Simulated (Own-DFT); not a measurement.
# Computed records: GaP (zincblende, strained, atoms displaced), GaN (wurtzite, strained, atoms displaced), Si₃N₄ (beta silicon nitride, strained, atoms displaced), SiC (2H silicon carbide, atoms displaced)

Computed with Own-DFT development build. A calculation, not a measurement: plane-wave PBE density functional theory by an unreviewed code, no spin, of a simulated periodic cell, stress positive in tension, free energy of the whole cell less one offset for each atom, forces on such cells passed a denser k mesh, this cell's mesh not checked; offsets are fitted by least squares, one for each functional and potential file, so energies compare only between cells with the same atoms and settings and are not formation energies; the far tail of each file's local potential was reset to the Coulomb form; each entry is a single point on an unrelaxed cell, so the pressure reflects the starting lattice, mostly measured values (interpolated for alloys), from which strain is counted, and rises with the displacements; printed positions are rounded, which can move forces by about a meV/angstrom; the program, named Own-DFT, is a retired in-house code; no spin-orbit coupling.

Settings shared by all entries: functional PBE.

(1) GaP (zincblende, strained, atoms displaced)

```
GaP
1.0
     10.8620     0.0000     0.0000
      0.0000    10.8620     0.0000
      0.0000     0.0000    10.9439
Ga P Ga P Ga P Ga P Ga P Ga P Ga P Ga P
4 4 4 4 4 4 4 4 4 4 4 4 4 4 4 4
Direct
  0.99936 0.00256 0.99781
  0.00872 0.25125 0.24099
  0.23939 0.99347 0.24935
  0.24194 0.24605 0.99861
  0.13272 0.12700 0.12425
  0.13104 0.37303 0.38412
  0.37314 0.12588 0.37531
  0.38985 0.37686 0.13001
  0.99142 0.99276 0.49774
  0.99938 0.24551 0.74834
  0.24124 0.01549 0.74002
  0.26446 0.26219 0.49990
  0.12676 0.11711 0.63016
  0.11498 0.37864 0.88419
  0.36375 0.11514 0.87270
  0.37245 0.38546 0.62597
  0.99670 0.50622 0.99922
  0.99970 0.76475 0.25985
  0.26403 0.50345 0.25653
  0.25433 0.74344 0.01009
  0.12518 0.62419 0.13048
  0.13029 0.87712 0.37122
  0.37023 0.62956 0.36936
  0.36875 0.87388 0.12672
  0.00317 0.50073 0.48021
  0.99728 0.73677 0.73853
  0.25039 0.50027 0.75835
  0.24239 0.74709 0.49643
  0.12274 0.61488 0.63494
  0.13795 0.88056 0.87673
  0.37573 0.63416 0.87295
  0.37361 0.87167 0.61372
  0.50220 0.99613 0.00640
  0.48135 0.24518 0.25771
  0.75040 0.99947 0.24997
  0.74261 0.23748 0.99869
  0.62362 0.12518 0.13380
  0.62582 0.37787 0.36832
  0.88135 0.12732 0.36814
  0.87742 0.36940 0.12622
  0.49341 0.00997 0.50514
  0.50236 0.25206 0.74512
  0.73993 0.99435 0.73753
  0.74128 0.25871 0.50180
  0.62304 0.11849 0.61802
  0.63645 0.37161 0.88139
  0.87018 0.11875 0.87273
  0.88698 0.38390 0.61933
  0.49323 0.49959 0.00355
  0.50272 0.75473 0.26369
  0.75954 0.48897 0.24665
  0.76447 0.75061 0.99784
  0.62396 0.62117 0.12413
  0.63725 0.86286 0.37622
  0.87210 0.62520 0.36856
  0.85795 0.88134 0.12778
  0.49902 0.49933 0.51149
  0.48379 0.75583 0.76841
  0.75135 0.49214 0.74923
  0.74687 0.75713 0.49423
  0.63383 0.63041 0.62552
  0.61799 0.87671 0.86868
  0.86782 0.62499 0.86363
  0.87265 0.88734 0.63333
```

* potential files: PseudoDojo norm-conserving, scalar-relativistic, standard set
* wave cutoff: 42 hartree
* occupations: Fermi-Dirac
* smearing width: 0.1 eV
* hardware: one NVIDIA H100
* k mesh: 3 x 3 x 3 centred on Gamma
* free energy of cell above offsets: -29.250 eV
* pressure: 4.36 GPa
* stress xx: -4.43 GPa
* stress yy: -4.6 GPa
* stress zz: -4.04 GPa
* stress yz: 0.76 GPa
* stress xz: 0.05 GPa
* stress xy: 0.01 GPa
* wall time: 537.8 s

Force:
```csv
element,x (eV/Å),y (eV/Å),z (eV/Å)
Ga,0.171,-0.641,0.171
Ga,0.103,0.02,0.983
Ga,1.441,1.163,-0.669
Ga,1.404,0.979,-0.347
P,-1.095,-0.747,0.245
P,0.377,-0.13,-1.925
P,-1.319,-1.111,0.5
P,-2.476,-0.548,-0.576
Ga,0.802,1.016,-0.212
Ga,-0.133,0.333,0.088
Ga,2.207,-3.381,1.677
Ga,-1.145,-1.411,0.569
P,-2.095,2.778,-3.225
P,0.901,-0.63,-0.935
P,1.654,1.407,0.441
P,0.433,-0.724,1.166
Ga,-0.563,0.404,0.51
Ga,-0.804,-1.143,-1.558
Ga,-1.509,-1.214,-1.15
Ga,-0.884,0.441,-0.663
P,-0.357,0.076,0.282
P,-1.179,-0.155,1.806
P,1.194,0.217,2.013
P,1.258,0.082,0.825
Ga,-0.249,0.723,1.37
Ga,-0.007,1.977,1.323
Ga,-0.316,-0.173,0.533
Ga,0.249,-0.497,0.67
P,0.427,0.14,-2.264
P,-1.138,-1.033,-0.171
P,-1.42,-2.637,1.821
P,-0.477,0.349,1.119
Ga,-0.396,0.386,-0.321
Ga,2.636,0.659,-0.687
Ga,-0.639,0.799,1.123
Ga,1,0.113,0.603
P,-0.932,-0.066,-0.053
P,-1.1,-0.317,0.788
P,-0.571,0.173,0.575
P,0.106,-0.164,-1.222
Ga,0.245,-1.671,-1.057
Ga,-0.255,-0.35,0.925
Ga,-0.372,0.895,1.797
Ga,1.156,-0.288,-0.298
P,0.266,1.668,0.468
P,-1.714,0.358,-0.717
P,-0.249,0.184,-0.445
P,-0.837,-1.03,0.128
Ga,1.409,0.595,-0.969
Ga,-0.198,-0.51,-1.672
Ga,-0.978,1.023,-0.228
Ga,-1.936,-0.423,-0.252
P,0.546,0.575,0.197
P,-2.1,3.303,-0.921
P,0.361,0.536,0.318
P,2.788,-0.491,-0.731
Ga,1.064,1.295,-1.456
Ga,1.867,1.082,-3.206
Ga,-0.145,0.191,-0.712
Ga,2.074,-1.683,2.179
P,-1.214,-0.232,0.757
P,0.967,0.022,1.14
P,0.85,-0.081,0.996
P,0.846,-2.481,-1.462
```

(2) GaN (wurtzite, strained, atoms displaced)

```
GaN
1.0
     12.7560     0.0000     0.0000
     -4.7835     8.2853     0.0000
      0.0000     0.0000    10.4996
Ga N Ga N Ga N Ga N Ga N Ga N Ga N Ga N Ga N Ga N Ga N Ga N Ga N Ga N Ga N Ga N Ga N Ga N Ga N Ga N Ga N Ga N Ga N Ga N
2 2 2 2 2 2 2 2 2 2 2 2 2 2 2 2 2 2 2 2 2 2 2 2 2 2 2 2 2 2 2 2 2 2 2 2 2 2 2 2 2 2 2 2 2 2 2 2
Direct
  0.08463 0.21706 0.99969
  0.16059 0.10476 0.24848
  0.07917 0.21640 0.19597
  0.16832 0.11921 0.44752
  0.08337 0.22012 0.49792
  0.16717 0.11586 0.74520
  0.08754 0.22324 0.69614
  0.16342 0.11590 0.94800
  0.08674 0.54739 0.00837
  0.17233 0.44504 0.24962
  0.08045 0.56700 0.18225
  0.16400 0.44666 0.43760
  0.08419 0.55461 0.49610
  0.17253 0.44228 0.75084
  0.07824 0.55089 0.69090
  0.15847 0.44290 0.94192
  0.08059 0.89205 0.99403
  0.16165 0.76831 0.24883
  0.08405 0.89006 0.18218
  0.16174 0.78204 0.43235
  0.08006 0.87580 0.49330
  0.16731 0.78556 0.75231
  0.08304 0.89048 0.69704
  0.17629 0.78130 0.95420
  0.33071 0.21385 0.00023
  0.40824 0.10300 0.25322
  0.32817 0.21555 0.19366
  0.41178 0.10427 0.43847
  0.32862 0.22279 0.50192
  0.41922 0.11596 0.75807
  0.33054 0.22093 0.68530
  0.41762 0.11602 0.94594
  0.32907 0.55182 0.00615
  0.41588 0.43546 0.24690
  0.33992 0.56075 0.18254
  0.40664 0.43799 0.43004
  0.33047 0.55194 0.49658
  0.42451 0.44465 0.74188
  0.32405 0.54414 0.68693
  0.42171 0.44881 0.92184
  0.32802 0.88209 0.00487
  0.41894 0.78293 0.25310
  0.32880 0.88385 0.17944
  0.41752 0.77676 0.43320
  0.33670 0.90010 0.49548
  0.41445 0.78055 0.74514
  0.33464 0.88615 0.69221
  0.41530 0.78570 0.93919
  0.58365 0.22155 0.00326
  0.66888 0.11872 0.25147
  0.58196 0.22321 0.19255
  0.66685 0.10474 0.44091
  0.58628 0.22382 0.49455
  0.66257 0.11048 0.75214
  0.57583 0.22236 0.69210
  0.66662 0.11077 0.94022
  0.58422 0.54914 0.99384
  0.66785 0.44910 0.24610
  0.58651 0.55223 0.18691
  0.66150 0.44546 0.44488
  0.58543 0.55226 0.49934
  0.66355 0.43942 0.75632
  0.57790 0.54731 0.68877
  0.67037 0.44774 0.93825
  0.58488 0.88756 0.99097
  0.65581 0.77695 0.24757
  0.58526 0.88388 0.20248
  0.65884 0.76484 0.43211
  0.58429 0.89309 0.49342
  0.66495 0.77062 0.75121
  0.58726 0.88474 0.68828
  0.67183 0.77991 0.93415
  0.83041 0.21603 0.00119
  0.91571 0.10797 0.25792
  0.82725 0.20732 0.18997
  0.91929 0.11174 0.43549
  0.83273 0.22090 0.50193
  0.91753 0.11227 0.75341
  0.82771 0.21723 0.69168
  0.91799 0.10899 0.94209
  0.83113 0.54810 0.99318
  0.92133 0.45642 0.24528
  0.83397 0.55805 0.18206
  0.91662 0.45032 0.42909
  0.83975 0.55967 0.50199
  0.91565 0.43837 0.75022
  0.83278 0.54886 0.69429
  0.91190 0.44376 0.94286
  0.83317 0.89093 0.99196
  0.91921 0.77951 0.25273
  0.83151 0.88966 0.18957
  0.91224 0.77337 0.43545
  0.83674 0.89225 0.49862
  0.91554 0.76696 0.75814
  0.83604 0.88763 0.68942
  0.91555 0.77478 0.94025
```

- potential files: PseudoDojo norm-conserving, scalar-relativistic, standard set with the stringent files for Ga
- wave cutoff: 96 hartree
- occupations: Gaussian
- smearing width: 0.01 eV
- k mesh: 3 x 4 x 3 centred on Gamma
- free energy of cell above offsets: -4.590 eV
- pressure: 5.17 GPa
- stress xx: -8.23 GPa
- stress yy: -5.5 GPa
- stress zz: -1.78 GPa
- stress yz: -0.13 GPa
- stress xz: 0.67 GPa
- stress xy: 0.73 GPa

Force:
```csv
element,x (eV/Å),y (eV/Å),z (eV/Å)
Ga,-2.107,1.225,1.343
Ga,0.404,0.247,0.833
N,0.149,1.236,-0.945
N,-0.111,-2.369,-1.498
Ga,-0.556,0.743,1.017
Ga,0.665,-0.768,1.063
N,-1.74,-0.036,-1.344
N,2.145,-0.894,-1.988
Ga,-2.617,1.543,-1.554
Ga,-0.681,-0.187,-0.12
N,1.689,-2.451,1.326
N,0.467,-0.39,-0.55
Ga,-0.791,0.404,1.07
Ga,-2.459,0.032,0.824
N,0.949,0.69,-0.615
N,2.584,-1.029,-0.67
Ga,1.086,-0.811,0.885
Ga,-0.033,2.616,-0.414
N,-0.162,-0.444,0.867
N,2.449,-1.145,0.12
Ga,-1.831,2.334,1.737
Ga,0.887,-1.312,0.857
N,-0.165,-0.273,-1.154
N,-3.803,-1.549,-2.766
Ga,-0.623,1.49,0.406
Ga,0.677,0.133,-0.634
N,0.04,0.092,-1.019
N,0.227,2.424,-0.445
Ga,1.081,0.138,-0.22
Ga,-1.145,-0.987,-0.265
N,0.815,-0.153,0.575
N,0.577,-0.789,-0.746
Ga,0.741,0.597,-2.387
Ga,0.076,0.828,-0.063
N,-0.428,-0.672,1.494
N,1.208,0.408,0.94
Ga,0.035,0.493,0.515
Ga,-3.068,-0.946,0.457
N,2.304,1.913,-0.892
N,-0.814,-0.635,2.525
Ga,2.115,2.008,-0.705
Ga,-0.251,-0.215,-1.145
N,0.495,0.205,3.08
N,-1.004,0.128,1.226
Ga,0.11,-2.841,1.386
Ga,1.404,-1.247,0.839
N,-1.36,1.224,-1.176
N,1.181,-1.167,-0.513
Ga,-0.069,0.07,0.374
Ga,-0.081,-1.147,0.031
N,-0.274,-0.304,-0.147
N,-0.411,1.899,-0.457
Ga,-0.694,-0.325,0.9
Ga,-0.061,-0.486,-0.262
N,1.615,-0.107,-0.863
N,-0.348,0.009,-0.299
Ga,-0.955,0.867,0.881
Ga,0.798,-0.256,0.907
N,-1.557,0.205,-0.884
N,2.411,-0.697,-1.354
Ga,-2.068,0.405,0.335
Ga,0.267,0.363,-1.051
N,2.293,1.488,-0.992
N,-0.409,-1.225,-0.081
Ga,-0.543,-0.473,1.23
Ga,4.286,-1.642,0.685
N,-3.353,2.564,-2.748
N,0.506,1.509,1.068
Ga,0.655,-2.109,1.134
Ga,0.377,0.483,-0.828
N,-1.228,0.348,-0.395
N,-0.856,-0.805,0.352
Ga,0.44,0.6,0.544
Ga,-0.517,-0.423,-1.781
N,0.47,2.083,-0.264
N,-0.596,0.149,1.708
Ga,0.252,0.438,-0.142
Ga,0.155,-0.386,-0.116
N,0.589,0.117,-0.602
N,-0.343,0.724,-0.774
Ga,-0.029,1.444,1.455
Ga,-0.843,-1.88,-0.257
N,-0.17,-0.123,0.468
N,0.484,-0.865,1.081
Ga,-1.267,-0.873,0.461
Ga,0.077,0.142,0.901
N,-0.568,0.085,-0.868
N,2.018,-0.939,-0.733
Ga,0.651,-0.485,1.993
Ga,-0.98,0.008,-1.609
N,0.16,-0.528,-0.287
N,0.53,0.571,0.564
Ga,-0.986,-0.95,0.406
Ga,-0.424,0.96,-0.921
N,-0.074,-0.282,-0.178
N,-0.142,-0.063,-0.144
```

(3) GaN (wurtzite, strained, atoms displaced)

```
GaN
1.0
     12.7560     0.0000     0.0000
     -4.7835     8.2853     0.0000
      0.0000     0.0000    10.3182
Ga N Ga N Ga N Ga N Ga N Ga N Ga N Ga N Ga N Ga N Ga N Ga N Ga N Ga N Ga N Ga N Ga N Ga N Ga N Ga N Ga N Ga N Ga N Ga N
2 2 2 2 2 2 2 2 2 2 2 2 2 2 2 2 2 2 2 2 2 2 2 2 2 2 2 2 2 2 2 2 2 2 2 2 2 2 2 2 2 2 2 2 2 2 2 2
Direct
  0.07520 0.22673 0.98976
  0.16825 0.10410 0.24641
  0.09093 0.22447 0.18993
  0.17085 0.11551 0.44039
  0.08355 0.22676 0.50675
  0.16873 0.11028 0.73963
  0.08555 0.23495 0.68397
  0.17810 0.11800 0.94695
  0.08079 0.55778 0.99520
  0.16231 0.45277 0.24340
  0.07900 0.55845 0.18441
  0.16711 0.44851 0.43121
  0.08326 0.55870 0.50698
  0.17154 0.43933 0.74580
  0.08801 0.55376 0.70052
  0.16923 0.44230 0.93561
  0.07638 0.89118 0.99662
  0.16436 0.77190 0.23961
  0.07836 0.88538 0.19477
  0.16950 0.77271 0.43879
  0.08719 0.89343 0.49940
  0.16606 0.78527 0.75725
  0.09818 0.88754 0.68773
  0.16618 0.78237 0.93168
  0.32811 0.22082 0.00414
  0.41443 0.10428 0.25775
  0.33863 0.22865 0.19663
  0.42005 0.11936 0.43568
  0.33530 0.22428 0.50475
  0.42237 0.11193 0.75388
  0.32705 0.21002 0.68925
  0.41921 0.10837 0.93370
  0.32799 0.54663 0.99965
  0.41892 0.43839 0.24224
  0.33673 0.55271 0.18369
  0.42141 0.45572 0.44147
  0.32723 0.55775 0.49571
  0.41413 0.44258 0.75444
  0.33196 0.55425 0.68086
  0.41543 0.44534 0.93856
  0.33564 0.88062 0.99857
  0.42052 0.78239 0.24504
  0.33069 0.88466 0.18956
  0.41607 0.78147 0.43746
  0.32718 0.89436 0.49418
  0.41094 0.76859 0.75236
  0.33133 0.89446 0.68156
  0.41486 0.77313 0.93864
  0.58083 0.22950 0.99867
  0.67009 0.11963 0.24461
  0.58177 0.22346 0.19590
  0.66224 0.11396 0.43213
  0.57882 0.21839 0.49927
  0.66930 0.11582 0.75217
  0.57717 0.21691 0.68934
  0.67500 0.10787 0.93373
  0.58597 0.55122 0.00325
  0.65878 0.44639 0.24711
  0.58921 0.54950 0.18765
  0.67168 0.44597 0.43947
  0.58269 0.55229 0.49041
  0.66394 0.44177 0.74957
  0.58743 0.55629 0.69579
  0.66205 0.44549 0.94247
  0.58232 0.88344 0.99395
  0.66921 0.77779 0.24953
  0.58295 0.88828 0.18349
  0.66394 0.78146 0.44109
  0.57461 0.87941 0.49499
  0.66442 0.78552 0.74664
  0.58250 0.87629 0.67900
  0.66828 0.78795 0.93925
  0.83612 0.22210 0.99849
  0.91840 0.10456 0.25338
  0.82793 0.21845 0.19173
  0.92191 0.11483 0.43364
  0.83859 0.22748 0.50593
  0.92375 0.11881 0.74898
  0.83630 0.21922 0.69270
  0.91463 0.11214 0.94453
  0.82947 0.55707 0.99501
  0.91360 0.43668 0.25156
  0.83647 0.55293 0.20038
  0.91458 0.43596 0.44127
  0.83795 0.55843 0.50597
  0.91458 0.44922 0.75337
  0.83877 0.56127 0.69398
  0.91319 0.43574 0.94074
  0.83667 0.89359 0.99455
  0.90918 0.77170 0.25208
  0.83417 0.88461 0.18491
  0.91268 0.78012 0.43947
  0.82741 0.88704 0.49110
  0.91676 0.77520 0.74821
  0.82930 0.88878 0.68126
  0.91281 0.77781 0.93832
```

* potential files: PseudoDojo norm-conserving, scalar-relativistic, standard set with the stringent files for Ga
* wave cutoff: 96 hartree
* occupations: Gaussian
* smearing width: 0.01 eV
* k mesh: 3 x 4 x 3 centred on Gamma
* free energy of cell above offsets: -3.712 eV
* pressure: 8.26 GPa
* stress xx: -8.84 GPa
* stress yy: -7.28 GPa
* stress zz: -8.67 GPa
* stress yz: -0.13 GPa
* stress xz: -0.92 GPa
* stress xy: -0.13 GPa

Force:
```csv
element,x (eV/Å),y (eV/Å),z (eV/Å)
Ga,2.817,-0.256,2.32
Ga,-0.614,1.224,0.781
N,-1.424,-0.065,-0.887
N,-0.431,-0.177,0.066
Ga,0.536,0.011,-3.165
Ga,-0.751,-0.281,1.68
N,0.908,-2.641,1.33
N,-4.135,-1.884,-2.32
Ga,0.448,0.006,-0.362
Ga,1.818,-1.136,0.331
N,0.129,-0.914,-0.599
N,-0.782,-0.445,0.813
Ga,0.42,-0.607,0.036
Ga,-0.774,2.194,1.017
N,-1.119,0.335,-0.911
N,-1.363,0.449,-0.283
Ga,1.449,0.453,1.003
Ga,-0.592,0.895,1.551
N,0.365,-0.31,-1.222
N,-2.013,0.152,-1.178
Ga,-0.141,-0.553,-0.669
Ga,3.443,-1.847,-1.552
N,-4.926,1.175,-0.972
N,-0.031,-0.327,3.13
Ga,2.995,1.094,0.619
Ga,0.076,0.638,-1.821
N,0.202,-2.58,-1.358
N,-0.935,-0.786,1.22
Ga,-0.166,0.869,-0.885
Ga,-1.749,-1.228,-0.872
N,1.377,2.059,0.182
N,-0.656,-0.024,1.829
Ga,0.666,0.766,0.291
Ga,-0.9,2.072,1.815
N,-0.723,0.489,0.716
N,-0.73,-1.374,-0.925
Ga,1.108,0.399,-0.619
Ga,0.76,-0.007,-1.323
N,0.561,-0.328,0.966
N,0.759,-0.315,0.637
Ga,-1.274,1.24,0.119
Ga,0.115,-1.045,0.658
N,0.066,0.374,-0.655
N,-1.224,-0.394,-0.816
Ga,1.936,0.05,0.843
Ga,-0.098,1.331,-1.466
N,0.952,-0.679,1.115
N,0.299,-0.53,-0.337
Ga,1.192,-1.725,1.013
Ga,-0.93,-1.476,0.845
N,-0.434,-0.165,-1.633
N,1.22,-0.529,1.197
Ga,1.159,0.764,-0.099
Ga,-0.009,-1.294,-1.178
N,1.864,1.217,-0.342
N,-1.926,0.404,0.923
Ga,-2.134,1.801,-0.886
Ga,4.475,-1.763,2.006
N,-3.379,2.31,-0.691
N,-0.552,-0.053,0.193
Ga,0.62,0.639,1.842
Ga,0.059,0.196,-0.152
N,-0.995,-0.126,-0.986
N,1.712,-0.174,-1.139
Ga,-0.71,1.055,0.913
Ga,-0.871,0.236,-0.227
N,0.548,0.324,0.181
N,0.531,-0.924,-1.452
Ga,0.239,1.87,0.068
Ga,1.833,-1.468,0.751
N,-2.566,1.846,1.007
N,1.543,-1.822,-0.474
Ga,-1.17,-0.362,1.29
Ga,0.055,1.026,-1.379
N,2.257,0.323,-1.099
N,-0.624,-0.333,1.555
Ga,-0.867,-1.926,-0.811
Ga,-0.737,-1.556,0.091
N,-0.83,1.008,-0.22
N,0.668,-0.354,-1.82
Ga,0.951,-0.696,1.766
Ga,-0.093,0.244,0.288
N,-1.34,-0.247,-1.976
N,0.171,1.941,0.166
Ga,-0.468,-0.288,-1.168
Ga,1.874,-0.898,-0.134
N,-0.875,-1.11,-0.326
N,-0.621,1.631,-0.21
Ga,-1.229,-0.634,0.79
Ga,1.079,0.083,0.168
N,-0.533,0.36,0.058
N,1.209,-0.206,0.505
Ga,0.476,0.891,1.096
Ga,-0.398,1.815,-0.487
N,1.44,0.685,0.984
N,0.461,-0.08,-0.687
```

(4) Si₃N₄ (beta silicon nitride, strained, atoms displaced)

```
Si3N4
1.0
      7.5551     0.0046    -0.1316
     -3.7736     6.5783     0.0629
     -0.1510    -0.0038     8.5954
Si N Si N Si N
6 8 6 8 6 8
Direct
  0.17985 0.77767 0.08974
  0.23692 0.41630 0.08205
  0.58916 0.81095 0.09318
  0.82602 0.23623 0.24054
  0.76960 0.59320 0.25577
  0.40614 0.17138 0.24925
  0.32304 0.02613 0.09344
  0.96408 0.29240 0.08730
  0.69418 0.66355 0.08244
  0.64496 0.96526 0.23823
  0.03475 0.69655 0.25381
  0.29980 0.33140 0.24798
  0.34220 0.66775 0.07993
  0.67947 0.33150 0.24651
  0.17447 0.77370 0.42408
  0.23694 0.40161 0.41390
  0.58888 0.82797 0.39960
  0.83075 0.23838 0.59055
  0.76081 0.58634 0.58650
  0.41021 0.16559 0.58093
  0.32845 0.03727 0.41283
  0.97204 0.29953 0.41363
  0.70198 0.66594 0.41101
  0.67594 0.97236 0.57613
  0.03526 0.70049 0.58344
  0.29887 0.33649 0.57497
  0.33971 0.67712 0.41753
  0.66852 0.33026 0.59346
  0.17591 0.77454 0.74971
  0.22799 0.38353 0.74611
  0.59596 0.83529 0.73864
  0.83235 0.24156 0.92016
  0.76746 0.57964 0.91878
  0.41264 0.17924 0.91883
  0.33234 0.02818 0.74582
  0.96679 0.29722 0.75125
  0.71125 0.68543 0.74438
  0.66263 0.96822 0.91448
  0.03732 0.70481 0.92310
  0.29595 0.33349 0.90574
  0.35190 0.68185 0.74181
  0.66188 0.33122 0.91829
```

- potential files: PseudoDojo norm-conserving, scalar-relativistic, standard set
- wave cutoff: 42 hartree
- occupations: Fermi-Dirac
- smearing width: 0.1 eV
- k mesh: 3 x 3 x 3 centred on Gamma
- free energy of cell above offsets: -2.109 eV
- pressure: 15.2 GPa
- stress xx: -12.8 GPa
- stress yy: -10.69 GPa
- stress zz: -22.1 GPa
- stress yz: -1.2 GPa
- stress xz: -5.55 GPa
- stress xy: -1.62 GPa

Force:
```csv
element,x (eV/Å),y (eV/Å),z (eV/Å)
Si,0.902,-2.704,0.427
Si,-0.438,-1.626,-0.841
Si,0.765,2.407,-5.799
Si,2.057,-2.61,3.535
Si,1.55,-0.722,-2.21
Si,0.602,2.608,0.624
N,0.195,2.296,-3.205
N,3.234,2.052,-1.586
N,1.955,-1.223,0.269
N,1.198,3.288,1.556
N,-0.904,0.065,-0.541
N,1.436,-0.519,-0.498
N,-3.624,-0.674,0.289
N,-5.412,1.086,0.386
Si,1.588,-0.538,-1.281
Si,-3.587,2.784,-2.061
Si,1.434,-0.002,3.858
Si,0.294,-2.166,-4.507
Si,0.519,1.819,-0.426
Si,-1.268,2.025,0.388
N,0.104,-1.48,1.005
N,-0.184,-0.166,0.49
N,-1.733,0.888,1.287
N,-0.038,1.584,-1.887
N,-2.301,-1.084,0.226
N,3.931,-2.813,3.262
N,-0.784,-2.322,-0.422
N,-1.007,0.475,-0.488
Si,2.443,-1.825,1.28
Si,-3.455,5.334,-4.121
Si,1.675,0.199,2.269
Si,-0.66,-4.001,-1.511
Si,-1.6,4.914,-0.821
Si,-1.998,-2.42,-0.246
N,-0.55,1.671,1.682
N,1.811,1.29,2.119
N,1.253,-1.717,1.314
N,0.546,1.436,0.915
N,-0.98,-1.006,-1.463
N,3.463,-2.173,6.182
N,-4.04,-4.24,0.522
N,1.609,-0.189,0.028
```

(5) SiC (2H silicon carbide, atoms displaced)

```
SiC
1.0
      6.1654     0.0000     0.0000
     -3.0827     5.3394     0.0000
      0.0000     0.0000    10.0681
Si C Si C Si C Si C Si C Si C Si C Si C
2 2 2 2 2 2 2 2 2 2 2 2 2 2 2 2
Direct
  0.00228 0.00494 0.00236
  0.16611 0.32781 0.25378
  0.99431 0.99998 0.18063
  0.17036 0.33543 0.43935
  0.00936 0.00172 0.49531
  0.17307 0.33719 0.74817
  0.99925 0.00968 0.68560
  0.15255 0.32888 0.93439
  0.99622 0.51069 0.00205
  0.16646 0.83109 0.25040
  0.99346 0.50796 0.18270
  0.15656 0.82170 0.43638
  0.01127 0.50951 0.49877
  0.16580 0.84043 0.74991
  0.00858 0.50539 0.69274
  0.16850 0.83283 0.93566
  0.49626 0.99790 0.00099
  0.66725 0.32682 0.24820
  0.50627 0.00285 0.19104
  0.67569 0.34378 0.43831
  0.50239 0.00219 0.49604
  0.67265 0.34390 0.75223
  0.50274 0.00146 0.68395
  0.66247 0.33234 0.93367
  0.50659 0.49931 0.00053
  0.66610 0.83352 0.24482
  0.50052 0.50875 0.18250
  0.66974 0.83511 0.43815
  0.50127 0.50184 0.49967
  0.66902 0.84030 0.74787
  0.50897 0.49976 0.68346
  0.67096 0.83612 0.93941
```

* potential files: PseudoDojo norm-conserving, scalar-relativistic, standard set
* wave cutoff: 42 hartree
* occupations: Fermi-Dirac
* smearing width: 0.1 eV
* hardware: one NVIDIA H100
* k mesh: 5 x 5 x 3 centred on Gamma
* free energy of cell above offsets: -4.439 eV
* pressure: 3.94 GPa
* stress xx: -1.26 GPa
* stress yy: -3.67 GPa
* stress zz: -6.91 GPa
* stress yz: 0.3 GPa
* stress xz: 0.26 GPa
* stress xy: 0.38 GPa
* wall time: 127.8 s

Force:
```csv
element,x (eV/Å),y (eV/Å),z (eV/Å)
Si,0.008,-0.018,-2.056
Si,-0.478,1.051,-1.75
C,1.056,0.282,2.535
C,0.134,-0.092,-0.507
Si,-1.432,-0.289,1.138
Si,-0.148,0.215,0.415
C,0.911,-0.634,-0.324
C,1.214,1.083,0.912
Si,0.931,-1.392,-1.632
Si,-0.565,0.362,-0.664
C,1.284,-0.871,1.561
C,1.128,2.245,-0.545
Si,-0.795,-1.918,1.475
Si,0.611,0.065,-0.495
C,-0.468,0.334,-1.277
C,-0.644,0.824,0.699
Si,0.614,0.217,-0.549
Si,-0.88,1.861,0.529
C,-1.151,-0.578,-0.793
C,-0.129,-0.982,-0.588
Si,0.131,0.315,0.481
Si,0.69,-1.195,-1.363
C,-0.7,0.535,0.545
C,0.287,-0.015,1.433
Si,-1.934,0.044,-1.255
Si,0.458,-0.17,1.153
C,0.344,-1.658,1.426
C,0.029,0.106,-0.933
Si,0.782,0.39,-0.295
Si,0.052,-0.474,0.229
C,-0.989,0.702,0.902
C,-0.351,-0.347,-0.407
```
